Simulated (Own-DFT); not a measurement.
Simulation results for Si$_{23}$GeO$_{48}$ (quartz with substituted atoms, atoms displaced)

All values are calculated (Own-DFT development build). A calculation, not a measurement: plane-wave PBE and HSE06 DFT by an unreviewed code, no spin, of a simulated cell at Gamma alone, so results move with cell size and shape, stress positive in tension, energies less offsets, not probed for a lower state with spin; oxygen file: force components 24 meV/angstrom off all-electron in a glass; k mesh not checked against a denser one; forces and stress are PBE's, HSE06 gives the energy alone, and its difference from PBE has offsets of its own; offsets are fitted by least squares, one for each functional and potential file, so energies compare only between cells with the same atoms and settings and are not formation energies; the far tail of each file's local potential was reset to the Coulomb form; each entry is a single point on an unrelaxed cell, so the pressure reflects the starting lattice, mostly measured values (interpolated for alloys), from which strain is counted, and rises with the displacements; printed positions are rounded, which can move forces by about a meV/angstrom; the program, named Own-DFT, is a retired in-house code; no spin-orbit coupling.

Settings shared by all entries: first functional PBE; second functional HSE06; exact exchange share 0.25; screening 0.11 1/bohr; exchange divergence Gygi-Baldereschi; potential files PseudoDojo norm-conserving, scalar-relativistic, made for PBE, standard set; wave cutoff 48 hartree; occupations fixed; k mesh 1 x 1 x 1 centred on Gamma.

(1) Si$_{23}$GeO$_{48}$ (quartz with substituted atoms, atoms displaced)

```
Si23GeO48
1.0
      9.8268     0.0000     0.0000
     -4.9134     8.5103     0.0000
      0.0000     0.0000    10.8104
Si O Si O Si O Ge Si O Si O Si O Si O Si O
3 6 3 6 3 6 1 2 6 3 6 3 6 3 6 3 6
Direct
  0.23213 0.00046 0.00047
  0.00547 0.23318 0.33444
  0.27075 0.26882 0.15808
  0.20274 0.13755 0.05857
  0.42144 0.28799 0.22341
  0.36790 0.08020 0.39516
  0.07781 0.36812 0.43389
  0.13573 0.21187 0.27103
  0.29552 0.42250 0.10842
  0.24631 0.01019 0.49794
  0.99797 0.22929 0.82671
  0.26424 0.26757 0.67392
  0.21957 0.13458 0.55092
  0.42826 0.29266 0.72437
  0.37175 0.07744 0.89546
  0.07816 0.38170 0.93731
  0.13165 0.20508 0.76937
  0.28494 0.41894 0.60186
  0.23677 0.49119 0.99324
  0.99478 0.72449 0.33503
  0.25737 0.76296 0.17140
  0.21389 0.64404 0.06756
  0.42687 0.79267 0.22825
  0.36701 0.57044 0.38758
  0.07450 0.86314 0.44020
  0.13715 0.71003 0.26682
  0.28848 0.92540 0.10512
  0.23954 0.50306 0.50592
  0.99740 0.73378 0.83386
  0.26017 0.75740 0.67393
  0.19914 0.63229 0.56409
  0.43422 0.80079 0.72763
  0.36534 0.57305 0.89902
  0.06827 0.87159 0.93798
  0.13359 0.71203 0.77325
  0.29265 0.92533 0.60731
  0.72312 0.98917 0.00285
  0.50648 0.23886 0.33328
  0.76232 0.26495 0.16887
  0.69623 0.12571 0.06490
  0.93101 0.30002 0.23255
  0.87061 0.07379 0.39393
  0.57007 0.36619 0.44509
  0.63672 0.20807 0.27220
  0.79997 0.43243 0.10129
  0.72726 0.99616 0.48538
  0.50635 0.24229 0.83027
  0.76544 0.26717 0.66067
  0.70210 0.12310 0.55760
  0.92157 0.28769 0.72187
  0.86292 0.07055 0.89578
  0.57589 0.36782 0.93932
  0.63395 0.21139 0.77847
  0.79884 0.43325 0.61538
  0.74561 0.50327 0.00316
  0.50395 0.73469 0.33198
  0.76309 0.75544 0.16907
  0.69911 0.62783 0.06192
  0.93078 0.79786 0.22959
  0.86337 0.57356 0.39770
  0.57511 0.86503 0.43999
  0.63742 0.70587 0.28113
  0.78334 0.92474 0.10970
  0.72592 0.48808 0.49858
  0.49082 0.72947 0.83653
  0.76041 0.75599 0.66521
  0.70341 0.63112 0.56173
  0.92473 0.78750 0.73764
  0.86396 0.56607 0.89054
  0.56997 0.86119 0.93559
  0.63461 0.71375 0.77503
  0.78898 0.92043 0.60260
```

The calculation gives: PBE energy of cell above offsets -16.026 eV; HSE06 less PBE above offsets -0.374 eV; PBE pressure 12.13 GPa; PBE stress xx -12.53 GPa; PBE stress yy -10.73 GPa; PBE stress zz -13.13 GPa; PBE stress yz 0.97 GPa; PBE stress xz 1.38 GPa; PBE stress xy -1.05 GPa.

Force:
| element | x (eV/Å) | y (eV/Å) | z (eV/Å) |
| --- | --- | --- | --- |
| Si | 0.48 | 0.667 | -0.816 |
| Si | -1.133 | 0.631 | -0.908 |
| Si | -1.182 | -3.186 | 4.268 |
| O | 0.268 | -2.097 | -2.153 |
| O | 3.301 | 0.446 | 1.701 |
| O | 3.197 | 1.372 | -3.376 |
| O | -2.105 | -1.118 | 0.365 |
| O | 2.342 | -0.455 | -1.399 |
| O | -1.977 | 4.707 | -2.965 |
| Si | -0.115 | -7.527 | 0.982 |
| Si | -2.902 | 0.464 | 3.013 |
| Si | 3.015 | -1.364 | -5.299 |
| O | -4.278 | 5.76 | 4.598 |
| O | -0.964 | 0.883 | -0.707 |
| O | -0.619 | 0.038 | -0.03 |
| O | -2.548 | -4.882 | -3.448 |
| O | -0.712 | -1.196 | 1.883 |
| O | 6.353 | -4.334 | 8.239 |
| Si | -1.958 | 3.183 | 7.637 |
| Si | 1.549 | 4.129 | -0.121 |
| Si | 5.766 | 4.404 | -3.643 |
| O | 1.947 | -5.279 | -4.759 |
| O | -0.183 | 0.57 | -0.105 |
| O | 1.782 | 1.087 | -1.478 |
| O | 0.737 | 0.3 | -0.084 |
| O | -6.126 | -2.851 | 6.696 |
| O | 0.203 | 0.304 | 0.832 |
| Ge | -3.564 | 2.58 | -6.804 |
| Si | 1.93 | -0.855 | 3.281 |
| Si | 1.382 | 4.233 | -2.79 |
| O | -2.259 | 1.957 | 1.171 |
| O | -1.582 | -0.991 | -0.593 |
| O | 2.33 | 0.31 | -2.913 |
| O | 0.129 | -0.259 | 0.351 |
| O | -0.812 | -1.396 | 2.336 |
| O | 0.626 | -0.628 | 0.404 |
| Si | 0.234 | 2.435 | -0.815 |
| Si | -2.618 | -1.061 | -1.047 |
| Si | 3.837 | 0.939 | -2.395 |
| O | -0.026 | 0.456 | -0.054 |
| O | -1.847 | -0.311 | -1.289 |
| O | 0.366 | -0.337 | -1.009 |
| O | -1.955 | -2.694 | -1.797 |
| O | -1.755 | -0.388 | 2.28 |
| O | 2.876 | -2.789 | 4.266 |
| Si | 4.706 | 2.007 | 5.496 |
| Si | -1.684 | -1.571 | 2.726 |
| Si | -0.828 | -3.346 | 1.441 |
| O | -1.466 | 2.492 | 0.922 |
| O | 1.542 | 0.327 | 0.457 |
| O | 0.306 | 0.82 | -0.205 |
| O | 0.274 | 1.571 | 1.255 |
| O | 3.899 | -0.217 | -3.003 |
| O | -1.171 | 0.99 | -2.04 |
| Si | -4.556 | -0.185 | -3.569 |
| Si | -2.171 | -0.565 | -0.157 |
| Si | -0.77 | 2.936 | 0.165 |
| O | 0.463 | -0.47 | -0.508 |
| O | -0.335 | -0.741 | -0.577 |
| O | -0.288 | -2.363 | 0 |
| O | -3.331 | -3.588 | -1.977 |
| O | 1.542 | -0.465 | -0.72 |
| O | 1.82 | -2.285 | 1.828 |
| Si | 2.136 | 5.002 | 3.745 |
| Si | 2.504 | 1.273 | -2.545 |
| Si | -0.01 | 3.837 | 1.802 |
| O | 0.822 | -3.297 | -2.347 |
| O | -4.436 | 1.176 | -4.697 |
| O | 1.036 | 0.956 | -0.552 |
| O | -0.766 | 0.866 | 1.711 |
| O | -0.48 | -1.175 | 0.593 |
| O | -0.191 | 0.159 | -0.749 |

(2) Si$_{23}$GeO$_{48}$ (quartz with substituted atoms, atoms displaced)

```
Si23GeO48
1.0
      9.8268     0.0000     0.0000
     -4.9134     8.5103     0.0000
      0.0000     0.0000    10.8104
Si O Si O Si O Si O Si O Si O Si Ge O Si O
3 6 3 6 3 6 3 6 3 6 3 6 2 1 6 3 6
Direct
  0.24596 0.00349 0.00482
  0.99746 0.23003 0.33886
  0.26018 0.26600 0.15930
  0.19522 0.13175 0.05583
  0.42278 0.28838 0.22240
  0.35772 0.07070 0.38911
  0.07564 0.36589 0.43792
  0.14023 0.20582 0.27764
  0.29903 0.43651 0.10839
  0.24592 0.01296 0.50903
  0.00968 0.24124 0.83058
  0.26121 0.26205 0.67555
  0.20446 0.13541 0.56464
  0.42901 0.30727 0.72775
  0.35937 0.06702 0.89425
  0.07850 0.36570 0.93887
  0.12423 0.19668 0.78051
  0.29296 0.42699 0.60485
  0.22279 0.48987 0.00256
  0.99705 0.74277 0.33504
  0.26566 0.76769 0.16392
  0.20762 0.63773 0.05218
  0.42484 0.79125 0.22810
  0.36416 0.57439 0.38790
  0.07387 0.87145 0.44586
  0.13396 0.69311 0.27898
  0.29243 0.93155 0.09915
  0.22506 0.49251 0.50583
  0.99729 0.73073 0.83577
  0.26500 0.75838 0.66777
  0.20090 0.62699 0.55566
  0.43457 0.79343 0.71812
  0.36833 0.57674 0.89232
  0.07322 0.86827 0.94063
  0.13140 0.70295 0.76450
  0.29079 0.92048 0.60983
  0.73671 0.99474 0.99309
  0.49842 0.23281 0.33744
  0.77188 0.26631 0.16850
  0.70548 0.14059 0.06806
  0.92070 0.28961 0.22685
  0.86430 0.07908 0.39687
  0.57481 0.37025 0.44350
  0.63030 0.20560 0.28003
  0.79427 0.41753 0.10923
  0.73321 0.99999 0.50340
  0.48525 0.22651 0.82715
  0.75952 0.26151 0.65847
  0.71436 0.12762 0.56285
  0.92756 0.29017 0.72532
  0.86040 0.06962 0.89431
  0.57803 0.36147 0.94466
  0.62617 0.18905 0.77901
  0.79555 0.43644 0.60193
  0.73834 0.49936 0.99156
  0.49595 0.73180 0.33263
  0.76798 0.76665 0.16665
  0.70192 0.63727 0.06528
  0.92203 0.78709 0.23072
  0.86119 0.57182 0.39310
  0.57373 0.85917 0.43897
  0.62828 0.70288 0.27783
  0.79739 0.93026 0.09998
  0.73019 0.50157 0.50349
  0.49613 0.73183 0.84027
  0.76998 0.76696 0.67664
  0.70591 0.62798 0.56020
  0.92375 0.78866 0.72316
  0.87189 0.57254 0.88817
  0.57657 0.86751 0.93569
  0.63207 0.70408 0.77484
  0.78768 0.91796 0.60128
```

The calculation gives: PBE energy of cell above offsets -14.676 eV; HSE06 less PBE above offsets -0.136 eV; PBE pressure 11.27 GPa; PBE stress xx -11.46 GPa; PBE stress yy -11.49 GPa; PBE stress zz -10.85 GPa; PBE stress yz -0.87 GPa; PBE stress xz -2.58 GPa; PBE stress xy -0.34 GPa.

Force:
| element | x (eV/Å) | y (eV/Å) | z (eV/Å) |
| --- | --- | --- | --- |
| Si | -8.985 | 1.669 | -4.4 |
| Si | 1.251 | 1.837 | -3.686 |
| Si | 1.673 | 0.045 | 2.954 |
| O | 0.771 | -0.57 | -0.985 |
| O | 0.161 | -0.127 | 0.179 |
| O | 0.247 | -0.144 | 0.958 |
| O | -1.405 | -0.899 | 0.326 |
| O | -1.842 | 0.02 | 0.097 |
| O | -0.034 | -0.669 | 0.138 |
| Si | -0.741 | -4.424 | -2.288 |
| Si | -6.574 | -2.699 | 1.938 |
| Si | -1.852 | 1.748 | -2.438 |
| O | -0.526 | 0.925 | 1.083 |
| O | 0.638 | -0.184 | 0.338 |
| O | 1.467 | 1.641 | -2.896 |
| O | -2.596 | -2.443 | -1.123 |
| O | 5.26 | -0.656 | -2.212 |
| O | 1.413 | -2.221 | 2.861 |
| Si | 3.437 | 6.097 | 0.772 |
| Si | 4.181 | -2.973 | 3.349 |
| Si | -0.223 | -1.288 | 1.878 |
| O | -0.355 | 0.077 | 0.087 |
| O | -1.198 | 1.119 | -2.026 |
| O | -1.838 | -3.001 | 2.58 |
| O | 0.501 | 0.787 | 0.149 |
| O | -1.679 | 1.879 | -0.931 |
| O | 5.379 | -4.3 | 7.054 |
| Si | 2.682 | 2.386 | -3.985 |
| Si | 2.252 | 4.142 | -2.104 |
| Si | 1.482 | 0.228 | -2.326 |
| O | -1.337 | 1.984 | 1.677 |
| O | 0.066 | -0.496 | 1.246 |
| O | -2.194 | -4.186 | 2.3 |
| O | 0.481 | -0.239 | -0.1 |
| O | -2.319 | -0.842 | 2.86 |
| O | -0.042 | 1.659 | -0.25 |
| Si | -3.713 | 2.552 | 4.566 |
| Si | -0.903 | 2.015 | -1.739 |
| Si | -4.597 | -1.641 | 2.268 |
| O | 1.64 | -5.449 | -4.539 |
| O | 5.872 | 0.418 | 3.217 |
| O | -0.202 | -2.112 | 0.487 |
| O | -1.774 | -2.633 | -0.923 |
| O | 1.842 | 0.087 | -0.826 |
| O | -2.479 | 5.316 | -3.346 |
| Si | 1.595 | -5.086 | -3.326 |
| Si | 4.28 | 1.315 | 2.653 |
| Si | -0.01 | 2.593 | 3.713 |
| O | -3.326 | 2.566 | 0.72 |
| O | -1.235 | 0.497 | -0.905 |
| O | 3.375 | 3.929 | -4.223 |
| O | -1.828 | -2.231 | -2.534 |
| O | -0.697 | 1.378 | -2.034 |
| O | 3.318 | -4.344 | 4.053 |
| Si | -0.207 | 0.335 | 5.323 |
| Si | 0.39 | 0.104 | 0.405 |
| Ge | -4.131 | 2.499 | 3.387 |
| O | 2.037 | -8.571 | -8.581 |
| O | 4.497 | 2.455 | 0.291 |
| O | 0.419 | 1.025 | -0.477 |
| O | -0.113 | 2.262 | 1.537 |
| O | 0.11 | -0.642 | 0.715 |
| O | -0.203 | 2.649 | -0.078 |
| Si | 1.337 | 0.691 | -4.218 |
| Si | 1.228 | 1.59 | -4.74 |
| Si | -4.34 | -1.808 | -5.02 |
| O | -2.856 | 4.364 | 3.447 |
| O | 4.586 | 0.676 | 2.553 |
| O | -0.846 | -2.708 | 1.018 |
| O | -1.358 | 0.391 | 1.156 |
| O | -0.511 | -0.299 | 1.298 |
| O | 1.203 | -0.064 | 1.635 |

(3) Si$_{23}$GeO$_{48}$ (quartz with substituted atoms, atoms displaced)

```
Si23GeO48
1.0
      9.8268     0.0000     0.0000
     -4.9134     8.5103     0.0000
      0.0000     0.0000    10.8104
Si O Si O Si O Si O Si O Si O Si O Ge Si O
3 6 3 6 3 6 3 6 3 6 3 6 3 6 1 2 6
Direct
  0.22023 0.99566 0.00464
  0.99917 0.22928 0.33701
  0.26396 0.26882 0.17323
  0.21800 0.13119 0.05834
  0.42640 0.28941 0.22520
  0.36404 0.06934 0.38975
  0.07353 0.35727 0.43515
  0.13284 0.21002 0.26771
  0.29711 0.42922 0.10927
  0.23890 0.00694 0.49577
  0.00337 0.23413 0.83679
  0.25405 0.26198 0.67215
  0.19822 0.13460 0.56014
  0.43229 0.29417 0.71743
  0.37348 0.08302 0.89072
  0.07451 0.36996 0.93913
  0.13549 0.20522 0.77225
  0.29207 0.42526 0.60655
  0.23748 0.51033 0.99986
  0.00237 0.72584 0.34470
  0.25512 0.76593 0.17048
  0.20792 0.64227 0.05837
  0.42157 0.78298 0.21452
  0.35618 0.57627 0.39539
  0.08523 0.87688 0.44044
  0.13238 0.70739 0.27292
  0.28875 0.92249 0.10400
  0.24073 0.50212 0.50210
  0.00149 0.73252 0.83343
  0.26345 0.77304 0.66906
  0.21498 0.64727 0.56213
  0.41806 0.78948 0.71114
  0.35540 0.56696 0.88667
  0.06257 0.85978 0.95077
  0.13341 0.70624 0.77410
  0.30147 0.92561 0.60752
  0.73906 0.00296 0.99492
  0.49501 0.22930 0.33008
  0.76129 0.26583 0.16726
  0.69568 0.13703 0.07086
  0.92664 0.29139 0.22201
  0.86369 0.07670 0.39900
  0.57352 0.36476 0.42592
  0.63315 0.20821 0.27483
  0.80347 0.43672 0.10986
  0.73050 0.99613 0.49311
  0.49381 0.24584 0.83981
  0.75975 0.25318 0.65835
  0.71112 0.12799 0.56294
  0.93823 0.29359 0.72009
  0.86078 0.07285 0.89265
  0.56516 0.36760 0.94145
  0.64008 0.21595 0.77398
  0.79587 0.42902 0.60152
  0.73133 0.49759 0.00358
  0.49813 0.73816 0.33093
  0.75992 0.76244 0.16170
  0.71108 0.63498 0.06188
  0.92871 0.80372 0.22291
  0.87349 0.57542 0.39866
  0.56970 0.86463 0.43678
  0.63751 0.71415 0.27104
  0.78934 0.92122 0.09659
  0.72701 0.50025 0.50357
  0.49735 0.72866 0.83500
  0.77317 0.76812 0.66510
  0.71100 0.63409 0.55569
  0.92628 0.79278 0.71731
  0.86806 0.59053 0.89247
  0.58043 0.87382 0.94493
  0.63237 0.70746 0.77524
  0.79353 0.92685 0.60912
```

Results for Si$_{23}$GeO$_{48}$ (quartz with substituted atoms, atoms displaced): PBE energy of cell above offsets -13.919 eV; HSE06 less PBE above offsets -0.334 eV; PBE pressure 12.77 GPa; PBE stress xx -10.45 GPa; PBE stress yy -15.67 GPa; PBE stress zz -12.18 GPa; PBE stress yz -1.53 GPa; PBE stress xz 4.02 GPa; PBE stress xy -2.09 GPa.

Force:
| element | x (eV/Å) | y (eV/Å) | z (eV/Å) |
| --- | --- | --- | --- |
| Si | 6.137 | -2.356 | -3.493 |
| Si | -1.676 | 0.494 | -3.937 |
| Si | 2.777 | -0.294 | -4.377 |
| O | -4.592 | 6.671 | 4.006 |
| O | -1.049 | 0.488 | -1.011 |
| O | 0.907 | 0.093 | -0.762 |
| O | 0.949 | 3.865 | 3.555 |
| O | -1.576 | -2.011 | 2.5 |
| O | -0.906 | 1.259 | -1.292 |
| Si | 1.057 | 0.619 | 4.796 |
| Si | -1.79 | 0.766 | -1.702 |
| Si | 5.841 | 2.014 | -4.749 |
| O | 0.805 | -0.741 | -0.641 |
| O | -1.947 | 0.297 | -0.134 |
| O | -2.631 | -4.017 | 2.47 |
| O | 0.18 | 0.179 | 0.774 |
| O | -3.171 | -2.087 | 4.961 |
| O | 0.505 | -0.098 | 1.016 |
| Si | -0.416 | -2.283 | 1.923 |
| Si | -2.227 | 5.59 | -3.45 |
| Si | 3.288 | 0.68 | -2.562 |
| O | -0.293 | -1.078 | -0.801 |
| O | 0.343 | 0.335 | 1.309 |
| O | 2.939 | 2.074 | -3.363 |
| O | -2.211 | -3.556 | -1.657 |
| O | -0.865 | -1.406 | 2.29 |
| O | -0.171 | 1.06 | 0.2 |
| Si | -5.017 | -0.298 | 1.924 |
| Si | -0.465 | 4.205 | -1.368 |
| Si | -0.535 | -2.913 | -0.328 |
| O | 0.289 | -3.887 | -2.779 |
| O | 6.874 | -0.119 | 5.262 |
| O | 1.06 | 0.647 | -0.501 |
| O | -0.7 | -0.956 | -2.118 |
| O | -0.437 | -0.322 | 1.062 |
| O | -3.319 | 5.692 | -3.319 |
| Si | -3.116 | 1.728 | 4.712 |
| Si | 0.967 | -0.066 | -0.574 |
| Si | 1.404 | 2.54 | 2.184 |
| O | 1.905 | -4.646 | -4.906 |
| O | 0.846 | -0.44 | 1.302 |
| O | 1.623 | -0.404 | -2.18 |
| O | -2.155 | -0.448 | 0.678 |
| O | 0.264 | -0.549 | 0.446 |
| O | -0.383 | -0.29 | -0.305 |
| Si | 0.463 | -1.511 | 3.954 |
| Si | 3.187 | -2.458 | -5.57 |
| Si | 0.165 | 6.099 | 5.624 |
| O | -0.811 | -3.019 | -3.532 |
| O | -1.291 | -0.66 | -0.167 |
| O | 2.673 | 2.088 | -2.74 |
| O | 0.806 | 3.894 | 3.485 |
| O | -1.07 | 0.218 | 0.518 |
| O | 4.537 | -4.189 | 4.817 |
| Si | 1.083 | 0.893 | -1.348 |
| Si | -0.351 | -1.945 | -1.919 |
| Si | 2.241 | 2.73 | 2.042 |
| O | -0.848 | -2.154 | -1.974 |
| O | 1.647 | -1.24 | 2.167 |
| O | 0.811 | -1.771 | -1.055 |
| O | -0.616 | 0.603 | 0.64 |
| O | -1.825 | -0.825 | 1.648 |
| O | 0.639 | 0.635 | 0.953 |
| Ge | 2.974 | -5.98 | -4.898 |
| Si | -1.973 | 3.593 | -1.589 |
| Si | -4.664 | -1.345 | -0.611 |
| O | -7.282 | 9.311 | 4.801 |
| O | 4.946 | 0.386 | 2.941 |
| O | -2.554 | -5.615 | 2.633 |
| O | -2.957 | -4.426 | -3.196 |
| O | 1.75 | -0.156 | -1.089 |
| O | -0.99 | 0.813 | -1.597 |

(4) Si$_{23}$GeO$_{48}$ (quartz with substituted atoms, atoms displaced)

```
Si23GeO48
1.0
      9.8268     0.0000     0.0000
     -4.9134     8.5103     0.0000
      0.0000     0.0000    10.8104
Si O Si O Si O Si O Si O Si O Si Ge Si O Si O
3 6 3 6 3 6 3 6 3 6 3 6 1 1 1 6 3 6
Direct
  0.23249 0.00370 0.00109
  0.99819 0.23864 0.33622
  0.27396 0.27204 0.16409
  0.21449 0.13515 0.06275
  0.42321 0.29564 0.22215
  0.36611 0.06990 0.39233
  0.07416 0.37453 0.43661
  0.13412 0.21063 0.27557
  0.29089 0.42546 0.10826
  0.24383 0.00853 0.50187
  0.00929 0.24548 0.83252
  0.27774 0.26688 0.67200
  0.20729 0.13667 0.56676
  0.42168 0.28505 0.72755
  0.36169 0.06831 0.89622
  0.06878 0.36426 0.93676
  0.12370 0.20133 0.77196
  0.28747 0.42828 0.60268
  0.23073 0.50278 0.99700
  0.00012 0.74120 0.33125
  0.26897 0.77461 0.17129
  0.20629 0.62769 0.06616
  0.42970 0.79424 0.23172
  0.35714 0.56817 0.38603
  0.07152 0.86382 0.43309
  0.12820 0.69975 0.27536
  0.30300 0.93920 0.11001
  0.23761 0.50469 0.49031
  0.99852 0.73205 0.82759
  0.26398 0.76439 0.67185
  0.21046 0.63850 0.56302
  0.42494 0.78655 0.72477
  0.36157 0.57828 0.88661
  0.06672 0.86730 0.93595
  0.12951 0.70287 0.78210
  0.29378 0.92889 0.59740
  0.72912 0.00060 0.00356
  0.49378 0.23643 0.33257
  0.76550 0.26909 0.16014
  0.70496 0.13137 0.06141
  0.92007 0.28314 0.22054
  0.86969 0.07850 0.39371
  0.57191 0.35909 0.43758
  0.64133 0.20634 0.27399
  0.79094 0.42436 0.10095
  0.72949 0.00432 0.50153
  0.49978 0.22671 0.83544
  0.76580 0.27596 0.67154
  0.70676 0.14276 0.55530
  0.92608 0.29658 0.72988
  0.86362 0.07399 0.88208
  0.56754 0.36436 0.93696
  0.63401 0.21435 0.77071
  0.79265 0.43085 0.60855
  0.74911 0.50766 0.99357
  0.50446 0.73671 0.33520
  0.76860 0.76621 0.16584
  0.70206 0.63628 0.05773
  0.92251 0.79075 0.22714
  0.86805 0.56630 0.39733
  0.57275 0.86540 0.44127
  0.64009 0.70979 0.27976
  0.79786 0.93468 0.10783
  0.74476 0.50822 0.49630
  0.50579 0.74396 0.83207
  0.76736 0.77298 0.66487
  0.69904 0.62927 0.55634
  0.92377 0.77974 0.72346
  0.86847 0.57289 0.89566
  0.58164 0.86918 0.94145
  0.62765 0.70401 0.76984
  0.79600 0.92578 0.60467
```

Results for Si$_{23}$GeO$_{48}$ (quartz with substituted atoms, atoms displaced): PBE energy of cell above offsets -16.924 eV; HSE06 less PBE above offsets -0.350 eV; PBE pressure 11.27 GPa; PBE stress xx -12.83 GPa; PBE stress yy -8.83 GPa; PBE stress zz -12.15 GPa; PBE stress yz -0.64 GPa; PBE stress xz -0.58 GPa; PBE stress xy 0.83 GPa.

Force:
| element | x (eV/Å) | y (eV/Å) | z (eV/Å) |
| --- | --- | --- | --- |
| Si | 0.023 | -3.017 | -0.348 |
| Si | 0.785 | 0.361 | -2.446 |
| Si | -5.476 | -2.197 | 0.809 |
| O | -1.777 | 1.072 | 0.085 |
| O | 4.87 | 0.585 | 2.443 |
| O | 0.438 | 0.684 | -1.354 |
| O | -1.296 | -0.174 | 0.171 |
| O | 1.091 | 0.234 | -0.816 |
| O | -1.177 | 2.322 | -2.231 |
| Si | -4.531 | -0.622 | -2.277 |
| Si | -2.94 | -4.653 | -1.423 |
| Si | -9.429 | 1.254 | -2.852 |
| O | 0.635 | -1.66 | -1.762 |
| O | 6.122 | 0.772 | 2.966 |
| O | 1.327 | 0.284 | -1.667 |
| O | 0.355 | 3.539 | 3.561 |
| O | 4.325 | 0.434 | -1.832 |
| O | 1.564 | -1.358 | 1.263 |
| Si | 2.284 | -1.309 | 0.192 |
| Si | 1.123 | -3.955 | 0.086 |
| Si | 0.497 | -1.869 | -0.253 |
| O | -1.639 | 2.838 | 1.334 |
| O | -5.121 | 2.546 | -5.574 |
| O | 1.074 | -1.526 | -1.279 |
| O | 0.916 | 4.122 | 3.683 |
| O | 0.53 | 0.649 | -0.897 |
| O | -0.119 | -0.938 | 0.056 |
| Si | -1.8 | -0.859 | 4.755 |
| Si | -1.084 | 1.016 | 3.506 |
| Si | -0.91 | 0.493 | -1.409 |
| O | 0.009 | -0.817 | -1.055 |
| O | -0.676 | 1.758 | -0.613 |
| O | -0.028 | -0.115 | 0.657 |
| O | 0.612 | 0.571 | 0.721 |
| O | 3.817 | 0.053 | -2.067 |
| O | 2.768 | -2.957 | 4.469 |
| Si | 4.906 | 2.24 | -1.904 |
| Si | 3.141 | -1.142 | -2.15 |
| Si | 0.505 | -1.797 | 2.764 |
| O | -1.696 | 0.679 | -0.684 |
| O | 1.021 | 0.855 | 0.321 |
| O | -1.28 | -2.056 | 1.665 |
| O | 0.611 | 2.845 | 2.215 |
| O | -2.962 | 0.3 | 0.574 |
| O | -0.023 | 1.768 | -0.224 |
| Si | 2.038 | 0.657 | -0.697 |
| Si | -2.283 | 1.324 | 0.967 |
| Si | 3.016 | -1.459 | -2.474 |
| O | -0.347 | 0.558 | 1.403 |
| O | -1.043 | 0.911 | -1.131 |
| O | -1.08 | -0.38 | 2.035 |
| O | 1.47 | 1.707 | 1.052 |
| O | 0.38 | -1.623 | 0.963 |
| O | -0.3 | 1.4 | -0.15 |
| Si | -7.547 | -3.263 | 4.274 |
| Ge | -0.033 | -2.769 | 0.419 |
| Si | -3.033 | 0.751 | -0.625 |
| O | 1.383 | -1.226 | -0.978 |
| O | 1.144 | 0.633 | -0.633 |
| O | 2.953 | 3.208 | -4.295 |
| O | -0.208 | 4.664 | 5.43 |
| O | 5.894 | -0.937 | -2.887 |
| O | 0.683 | -1.216 | 0.899 |
| Si | -4.015 | -3.461 | 2.639 |
| Si | -0.19 | -2.077 | 1.143 |
| Si | 0.654 | -4.402 | 0.393 |
| O | -0.212 | 1.531 | 0.9 |
| O | -2.096 | 0.974 | -2.222 |
| O | 3.572 | 2.091 | -4.586 |
| O | -2.414 | -2.221 | -1.058 |
| O | 1.665 | 0.322 | -0.558 |
| O | -1.436 | 3.048 | -1.402 |
